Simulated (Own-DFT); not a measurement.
# How much smaller does PBEsol make it? C11b WSi2, 30 atoms (Si20W10)

Calculated, not measured: single-point runs of Own-DFT, a retired in-house plane-wave DFT program that no person has reviewed, on unrelaxed cells, without spin or spin-orbit coupling.

Caveats: forces on such cells failed a check on a denser k mesh; stress not checked against mesh or cutoff.

Each geometry was run with PBE and with PBEsol, otherwise alike: PseudoDojo norm-conserving scalar-relativistic files made for PBE; cutoff 50 hartree; 5 x 5 x 5 k mesh centred on Gamma; cold (Marzari-Vanderbilt) smearing of 0.2 eV. Unstrained cell vectors in Å: (-2.149, -5.953, 3.409); (-6.444, 2.976, 1.136); (-2.553, -2.948, -6.757). Each has a uniform strain, of which the change of volume is shown, and random moves of rms u per axis.

```
run,volume change (%),u (Å),P with PBE (GPa),P with PBEsol (GPa)
1,-0.24,0.0477,7.45,3.35
2,0.31,0.0507,5.47,1.40
3,-2.56,0.0508,13.08,8.84
4,1.30,0.0596,4.48,0.48
5,1.25,0.0502,3.07,-0.95
6,2.84,0.0532,0.58,-3.34
7,-2.40,0.0482,11.92,7.71
8,0.06,0.0499,6.03,1.95
9,-1.30,0.0514,10.97,6.82
10,-1.01,0.0466,8.84,4.69
11,0.13,0.0492,5.93,?
```

The question: by how much does PBEsol shrink this cell, and what belongs in the blank?

## Solution

Write v for the change of volume as a fraction. Fitted to v and u², the PBE pressure has a slope of -247 ± 13 GPa in v, with the ions held to the strained lattice. The difference PBEsol less PBE is -4.08 + 5.7 v GPa (slope ± 0.2) and averages -4.09 GPa. Divided by the mean slope of the two, 244 GPa, that makes PBEsol's volume at a given pressure, near 5 GPa, about 1.7 % smaller, or 0.56 % in lengths. At one volume PBEsol's slope is the smaller by 6 GPa, but its pressure there is lower too. If stiffness rises by about 4 GPa for each GPa, PBEsol at equal pressure is stiffer by about 11 GPa. Files made for PBEsol would give a different shift.

For run 11 the line gives 1.85 GPa. The run itself gave 1.84 GPa.
